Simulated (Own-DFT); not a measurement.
# Computed records: Hf₃₆O₇₁ (tetragonal hafnia with one neutral oxygen vacancy, atoms displaced)

Computed with Own-DFT development build. A calculation, not a measurement: plane-wave PBE and HSE06 DFT by an unreviewed code, no spin, of a simulated cell at Gamma alone, so results move with cell size and shape, stress positive in tension, energies less offsets, not probed for a lower state with spin; hafnium file: forces about 75 meV/angstrom off all-electron values; oxygen file: force components 24 meV/angstrom off all-electron in a glass; k mesh not checked against a denser one; forces and stress are PBE's, HSE06 gives the energy alone, and its difference from PBE has offsets of its own; offsets are fitted by least squares, one for each functional and potential file, so energies compare only between cells with the same atoms and settings and are not formation energies; the far tail of each file's local potential was reset to the Coulomb form; each entry is a single point on an unrelaxed cell, so the pressure reflects the starting lattice, taken from the Materials Project, from which strain is counted, and rises with the displacements; printed positions are rounded, which can move forces by about a meV/angstrom; the program is a retired in-house code; no spin-orbit coupling.

Common to all runs: first functional PBE; second functional HSE06; exact exchange share 0.25; screening 0.11 1/bohr; exchange divergence Gygi-Baldereschi; potential files PseudoDojo norm-conserving, scalar-relativistic, made for PBE, standard set; wave cutoff 48 hartree; occupations fixed; k mesh 1 x 1 x 1 centred on Gamma.

(1) Hf₃₆O₇₁ (tetragonal hafnia with one neutral oxygen vacancy, atoms displaced)

```xyz
107
Lattice="10.7800 0.0000 0.0000 0.0000 10.7800 0.0000 0.0000 0.0000 10.4493" Properties=species:S:1:pos:R:3 Hf36O71
Hf    10.7586     0.0180    10.4266
Hf     1.7898     1.7903     2.6385
O     10.7783     1.7552     1.6074
O      1.7635     0.0163     3.6609
O     10.7276     1.8123     4.2128
O      1.7798    10.7734     1.0476
Hf     0.0483    10.7498     5.2268
Hf     1.8187     1.8032     7.8272
O      0.0605     1.7978     6.7969
O      1.8079    10.7573     8.7922
O     10.7466     1.8014     9.4418
O      1.7969     0.0377     6.2761
Hf     0.0338     3.5729    10.4235
Hf     1.8223     5.3546     2.6062
O     10.7746     5.3776     1.5815
O      1.8163     3.6243     3.6072
O     10.7411     5.4055     4.1830
O      1.8286     3.5982     1.0188
Hf    10.7683     3.5888     5.2393
Hf     1.8252     5.3926     7.8410
O      0.0233     5.3434     6.8605
O      1.8062     3.5906     8.8592
O      0.0191     5.4043     9.4330
O      1.8168     3.6014     6.2422
Hf    10.7643     7.1626    10.4141
Hf     1.8007     8.9616     2.6298
O      0.0175     9.0062     1.5921
O      1.7817     7.1995     3.6025
O      0.0022     8.9421     4.2333
O      1.7716     7.1761     1.0943
Hf    10.7120     7.2068     5.2642
Hf     1.8126     8.9399     7.8408
O     10.7315     9.0236     6.7765
O      1.7908     7.1637     8.8946
O     10.7783     9.0123     9.4798
O      1.7450     7.1648     6.2594
Hf     3.6347     0.0110     0.0056
Hf     5.3745     1.8332     2.6174
O      3.6474     1.8236     1.5564
O      5.3924     0.0076     3.7086
O      3.5985     1.7829     4.1505
O      5.3913    10.7765     1.0026
Hf     3.5936     0.0081     5.2457
Hf     5.3848     1.7708     7.8516
O      3.6464     1.8017     6.8295
O      5.3847     0.0227     8.8583
O      3.6720     1.7714     9.4389
O      5.3927     0.0119     6.2247
Hf     3.6045     3.5667     0.0366
Hf     5.4504     5.4152     2.5982
O      3.5809     5.3552     1.6073
O      5.3836     3.5792     3.6383
O      3.5467     5.3870     4.1843
Hf     3.6476     3.6213     5.2392
Hf     5.3724     5.4336     7.8503
O      3.5953     5.4296     6.8525
O      5.3745     3.6403     8.8936
O      3.5750     5.3915     9.4260
O      5.3976     3.5977     6.2479
Hf     3.5816     7.1810    10.4314
Hf     5.3862     8.9622     2.5621
O      3.6368     9.0296     1.6012
O      5.3563     7.1780     3.6563
O      3.5914     8.9646     4.1284
O      5.3916     7.1628     1.0455
Hf     3.6449     7.1747     5.2363
Hf     5.3490     9.0013     7.8153
O      3.5999     8.9677     6.8312
O      5.3662     7.2139     8.8522
O      3.5862     9.0239     9.3881
O      5.3925     7.1726     6.2349
Hf     7.1716    10.7781    10.4359
Hf     8.9543     1.7734     2.6636
O      7.1592     1.8197     1.5960
O      8.9930     0.0142     3.6117
O      7.1473     1.8109     4.2124
O      9.0460     0.0600     0.9984
Hf     7.1320    10.7668     5.2028
Hf     8.9353     1.7839     7.8146
O      7.2307     1.8324     6.7486
O      8.9564     0.0408     8.9397
O      7.2068     1.8319     9.4166
O      9.0056    10.7664     6.2533
Hf     7.1852     3.5619     0.0244
Hf     8.9809     5.4459     2.6270
O      7.2181     5.4080     1.5864
O      8.9886     3.5798     3.6173
O      7.1764     5.3134     4.1966
O      9.0013     3.5845     1.0322
Hf     7.1759     3.5648     5.2384
Hf     9.0190     5.3962     7.8595
O      7.1134     5.3579     6.8139
O      8.9394     3.6125     8.8539
O      7.1465     5.3808     9.3945
O      8.9949     3.5958     6.2374
Hf     7.1723     7.1799     0.0133
Hf     8.9878     8.9814     2.6115
O      7.1691     8.9917     1.5745
O      8.9759     7.1764     3.6028
O      7.2472     9.0265     4.2059
O      9.0059     7.1737     1.0068
Hf     7.1852     7.1933     5.2614
Hf     8.9732     8.9439     7.8317
O      7.1848     8.9773     6.8170
O      9.0511     7.1883     8.8494
O      7.1678     8.9863     9.4509
O      8.9614     7.2488     6.2629
```

```
PBE energy of cell above offsets : -100.992 eV
HSE06 less PBE above offsets     : -0.145 eV
PBE pressure                     : 0.53 GPa
PBE stress xx                    : -0.49 GPa
PBE stress yy                    : -0.14 GPa
PBE stress zz                    : -0.98 GPa
PBE stress yz                    : -0.05 GPa
PBE stress xz                    : -0.08 GPa
PBE stress xy                    : 0.04 GPa
```

Force:
```tsv
element	x (eV/Å)	y (eV/Å)	z (eV/Å)
Hf	0.628	0.185	0.799
Hf	-0.319	0.067	-0.58
O	0.354	0.53	0.287
O	0.003	-0.341	0.252
O	0.467	-0.268	0.12
O	1.028	0.292	-0.599
Hf	-0.763	0.712	0.103
Hf	-0.464	-0.201	-0.104
O	-0.857	0.148	0.462
O	0.006	0.404	0.36
O	0.443	0.197	-0.517
O	0.713	-0.441	-0.455
Hf	-0.666	0.222	1.033
Hf	-0.94	1.076	0.017
O	0.069	0.05	0.054
O	-0.222	-1.084	0.422
O	-0.068	0.067	0.849
O	-0.528	-0.238	-0.156
Hf	0.12	0.125	-0.5
Hf	-0.396	-0.435	0.115
O	-0.595	0.363	-0.286
O	0.004	-0.19	0.023
O	-0.216	-0.616	-0.35
O	0.527	0.015	-0.102
Hf	0.694	0.458	1.224
Hf	-0.096	0.028	-0.457
O	-0.653	-0.185	0.587
O	0.147	-0.497	0.553
O	-0.213	0.448	-0.391
O	0.838	0.286	-1.334
Hf	1.507	-0.718	-0.979
Hf	-0.842	0.547	0.161
O	0.913	-0.436	0.819
O	0.21	0.598	-0.095
O	0.019	-0.79	-1.01
O	0.654	0.344	0.003
Hf	-1.27	-0.124	0.413
Hf	0.239	-0.541	0.319
O	-0.651	0.319	0.057
O	0.114	-0.577	-1.005
O	-0.181	0.225	0.93
O	0.309	-0.139	0.315
Hf	-0.22	0.045	-1.221
Hf	0.537	1.43	0.163
O	-0.532	-0.149	-0.297
O	0.369	-0.702	-0.162
O	-0.334	0.461	-0.215
O	-0.298	-0.21	0.997
Hf	0.872	0.3	-0.137
Hf	-0.691	-0.789	0.113
O	1.257	-0.091	-0.402
O	-0.243	0.724	-0.519
O	0.469	0.263	0.822
Hf	-0.87	-0.459	-0.687
Hf	0.591	-0.965	0.636
O	0.153	0.019	-0.775
O	-0.117	-0.803	-0.155
O	-0.016	0.241	0.411
O	-0.373	-0.07	0.179
Hf	-0.669	-0.087	0.467
Hf	-0.273	0.732	1.127
O	-0.569	-0.352	-0.667
O	0.512	0.372	0.012
O	-0.02	0.343	1.384
O	-0.155	0.1	-0.169
Hf	-1.58	0.032	-1.11
Hf	0.776	0.03	0.728
O	-0.273	-0.063	-0.76
O	-0.08	0.298	0.145
O	0.082	-0.805	0.32
O	0.218	0.348	0.317
Hf	1.192	0.422	0.261
Hf	0.876	0.937	-0.981
O	-0.167	0.168	-0.228
O	-0.071	-0.838	0.263
O	0.257	-0.537	-0.266
O	-1.951	-0.483	0.484
Hf	1.215	0.707	-0.057
Hf	1.21	0.04	0.166
O	-1.124	-0.351	0.766
O	-0.198	-0.819	-1.255
O	-0.397	-0.615	-0.162
O	-0.563	0.245	-0.127
Hf	0.185	0.533	0.116
Hf	1.223	-1.997	-0.381
O	-0.631	-0.057	-0.246
O	-0.159	0.399	0.203
O	-0.067	1.678	0.075
O	-0.247	-0.062	-0.722
Hf	0.64	0.095	-0.064
Hf	-0.767	-1.156	-0.131
O	1.457	0.643	-0.068
O	0.39	0.001	-0.299
O	0.292	0.796	0.741
O	-0.16	0.216	0.203
Hf	0.26	-0.421	-0.235
Hf	0.529	0.59	-0.392
O	0.638	-0.059	0.057
O	-0.411	0.825	0.842
O	-0.184	-1.349	0.01
O	-0.758	0.226	-0.04
Hf	-0.18	-0.386	-0.885
Hf	0.221	1.684	0.269
O	-0.563	-0.13	0.09
O	-0.328	-0.079	0.101
O	0.097	-0.377	-0.267
O	-0.344	-0.57	0.261
```

(2) Hf₃₆O₇₁ (tetragonal hafnia with one neutral oxygen vacancy, atoms displaced)

```xyz
107
Lattice="10.7800 0.0000 0.0000 0.0000 10.7800 0.0000 0.0000 0.0000 10.4493" Properties=species:S:1:pos:R:3 Hf36O71
Hf     0.0592    10.6990     0.0132
Hf     1.8421     1.7913     2.6162
O      0.0701     1.8676     1.6350
O      1.8068    10.7677     3.7533
O      0.0825     1.8722     4.0451
O      1.7530     0.0964     0.9316
Hf    10.6263     0.0168     5.1041
Hf     1.7043     1.7303     7.7882
O     10.7710     1.8065     6.8953
O      1.7208    10.6337     8.9331
O     10.7644     1.8142     9.5385
O      1.8757     0.0517     6.4305
Hf    10.7624     3.5758     0.0399
Hf     1.7720     5.4740     2.5103
O     10.7616     5.2178     1.6005
O      1.8461     3.5568     3.5898
O     10.7511     5.3594     4.2571
O      1.8480     3.5086     1.0776
Hf     0.0121     3.4788     5.2241
Hf     1.7627     5.4434     7.8824
O     10.7330     5.2482     6.6980
O      1.8011     3.4940     8.9155
O     10.7293     5.3606     9.2927
O      1.6712     3.4969     6.1823
Hf     0.0398     7.3762    10.3274
Hf     1.8000     9.0557     2.7065
O     10.7060     9.0374     1.7558
O      2.0241     7.2139     3.6191
O      0.0002     9.0610     4.1941
O      1.9565     7.1677     0.9899
Hf     0.0577     7.1241     5.3436
Hf     1.7347     8.9445     7.8009
O     10.6778     8.9265     6.8918
O      1.8065     7.2507     8.7767
O     10.7735     9.0421     9.2460
O      1.8262     7.1376     6.2134
Hf     3.5720    10.7651     0.0753
Hf     5.3891     1.8026     2.5950
O      3.5841     1.8023     1.5845
O      5.5004    10.7302     3.4739
O      3.4550     1.7888     4.1836
O      5.6011    10.7661     1.0177
Hf     3.4745     0.0142     5.0856
Hf     5.3280     1.8217     7.8304
O      3.5636     1.8145     6.8249
O      5.4159     0.0714     8.9229
O      3.5971     1.7825     9.5856
O      5.2191     0.0569     6.2394
Hf     3.6013     3.5599    10.3596
Hf     5.4096     5.3654     2.4895
O      3.6317     5.4630     1.7177
O      5.3353     3.6030     3.5937
O      5.4019     3.5775     1.0861
Hf     3.6599     3.5795     5.3095
Hf     5.2831     5.3781     7.8141
O      3.7379     5.3727     6.8437
O      5.3774     3.5465     8.8552
O      3.6009     5.4694     9.3417
O      5.4707     3.7019     6.4279
Hf     3.5995     7.2431    10.4287
Hf     5.2498     9.0945     2.5951
O      3.4811     8.9821     1.6220
O      5.2989     7.0907     3.9047
O      3.5898     8.9585     4.1303
O      5.5090     7.2498     1.0398
Hf     3.6344     7.1878     5.1355
Hf     5.2881     9.0091     7.7273
O      3.6061     9.0570     6.7109
O      5.3276     7.2490     8.8441
O      3.4361     9.0640     9.4737
O      5.5445     7.2448     6.2986
Hf     7.2922    10.6544    10.4155
Hf     8.9187     1.8367     2.6042
O      7.2764     1.7951     1.4963
O      9.0675    10.6500     3.5455
O      7.1821     1.8234     4.1102
O      9.0998    10.6779     0.9290
Hf     7.1944     0.0169     5.1509
Hf     8.8634     1.7383     7.8574
O      7.1367     1.8868     6.8120
O      9.0090    10.7166     8.8583
O      7.1936     1.5965     9.4154
O      9.0574    10.6193     6.1013
Hf     7.0694     3.6784    10.4294
Hf     9.0115     5.4425     2.5230
O      7.1301     5.3269     1.5424
O      9.1105     3.5475     3.7210
O      7.2447     5.3539     4.1658
O      8.9670     3.5543     0.9009
Hf     7.3493     3.6003     5.1373
Hf     9.1106     5.4262     7.7664
O      7.3415     5.4586     6.9388
O      8.9890     3.7137     8.7581
O      7.0972     5.3997     9.5907
O      9.0423     3.6037     6.2617
Hf     7.3501     7.1644     0.0519
Hf     8.8243     8.9892     2.6580
O      7.2109     9.0118     1.6510
O      9.0602     7.1743     3.6221
O      7.1590     8.9797     4.3061
O      8.8401     7.2911     1.0841
Hf     7.1793     7.2038     5.3619
Hf     8.8588     8.9483     7.9517
O      7.2370     8.9533     6.7274
O      8.9244     7.1091     8.9748
O      7.1336     8.9080     9.4198
O      8.9164     7.1947     6.2945
```

```
PBE energy of cell above offsets : -88.750 eV
HSE06 less PBE above offsets     : 0.520 eV
PBE pressure                     : 5.06 GPa
PBE stress xx                    : -6.42 GPa
PBE stress yy                    : -3.16 GPa
PBE stress zz                    : -5.61 GPa
PBE stress yz                    : -1.34 GPa
PBE stress xz                    : -1.94 GPa
PBE stress xy                    : -0.2 GPa
```

Force:
```tsv
element	x (eV/Å)	y (eV/Å)	z (eV/Å)
Hf	-0.64	2.581	-0.889
Hf	-1.164	1.817	-0.09
O	-1.901	-0.237	-0.26
O	0.07	-0.063	-1.01
O	-0.761	-2.756	1.777
O	1.38	-0.688	2.423
Hf	3.683	0.35	-0.395
Hf	0.924	-0.555	1.314
O	-2.149	-0.671	-1.074
O	0.1	2.046	-0.625
O	-0.252	-1.247	-0.829
O	-1.172	-0.542	-2.031
Hf	0.838	-0.72	-0.359
Hf	0.75	-2.264	2.292
O	0.076	1.317	-0.853
O	0.463	1.879	-0.024
O	0.654	1.005	-0.822
O	0.472	1.24	-1.236
Hf	-0.665	1.722	-1.283
Hf	-0.064	-2.292	-0.639
O	2.667	2.008	0.64
O	0.62	1.997	-0.904
O	1.994	2.017	1.245
O	3.76	0.448	1.468
Hf	-0.528	-1.867	0.718
Hf	-1.836	-0.926	0.313
O	2.048	-1.266	-2.398
O	-1.025	-0.216	-0.241
O	1.169	-2.077	1.199
O	-4.311	-0.193	-0.12
Hf	-2.563	0.296	-1.861
Hf	0.647	3.222	-1.633
O	1.09	-0.651	-0.686
O	-0.8	-1.671	1.668
O	-0.293	-2.209	2.368
O	0.118	-0.286	1.171
Hf	1.45	0.772	-1.029
Hf	0.562	0.821	-1.502
O	1.701	-0.931	0.457
O	-0.362	2.668	2.53
O	1.727	0.127	0.175
O	-3.568	-0.353	0.597
Hf	-0.063	-0.331	3.25
Hf	0.444	-1.464	0.103
O	0.039	1.247	0.261
O	-0.971	-1.673	-1.252
O	0.035	-0.74	-1.59
O	2.573	-0.03	-1.298
Hf	-1.207	0.279	1.273
Hf	0.137	0.94	2.86
O	-0.74	-0.132	-1.217
O	-0.556	-0.416	1.022
O	-1.185	-0.078	-0.483
Hf	-0.756	0.531	-0.786
Hf	5.259	0.992	2.218
O	-5.367	0.171	-2.364
O	-0.222	0.718	1.519
O	-0.688	-1.004	0.877
O	-0.221	-0.716	-2.554
Hf	3.688	0.158	-0.781
Hf	1.826	-3.981	-1.144
O	1.303	1.046	-0.954
O	0.043	0.078	-2.776
O	0.428	1.713	-0.301
O	-1.876	0.008	0.383
Hf	1.124	-1.346	0.342
Hf	1.422	0.043	1.225
O	-1.24	-1.462	0.367
O	-0.947	0.309	-0.527
O	0.945	-1.362	-0.308
O	-3.514	-0.16	1.586
Hf	-0.371	0.995	0.211
Hf	2.132	0.16	-1.354
O	-1.182	0.087	1.247
O	-0.808	4.523	1.5
O	0.326	-0.738	0.217
O	-1.524	0.281	0.87
Hf	-1.184	-0.978	1.371
Hf	0.566	2.19	1.337
O	0.791	-1.26	-0.833
O	-0.225	0.36	-0.878
O	0.916	2.861	-0.8
O	-3.504	1.452	1.649
Hf	1.893	-2.171	-0.406
Hf	-0.832	-0.438	2.452
O	2.236	-0.012	0.307
O	-1.682	0.36	-1.582
O	0.185	0.146	0.157
O	-0.845	0.296	1.134
Hf	-0.604	1.344	1.62
Hf	-1.522	-0.858	0.561
O	-2.543	-0.299	-0.838
O	-0.634	-2.69	0.62
O	-0.356	0.465	-1.333
O	-1.153	-1	-0.594
Hf	-5.579	-0.171	-2.467
Hf	1.799	-2.654	-0.063
O	-2.041	0.277	-0.505
O	-0.142	-0.06	-0.217
O	0.19	0.387	-1.273
O	5.934	-0.872	1.725
Hf	0.917	-1.335	-2.009
Hf	0.138	-0.895	-1.841
O	-1.137	1.547	1.481
O	1.213	1.389	0.154
O	1.033	0.271	-0.484
O	2.98	0.047	0.354
```
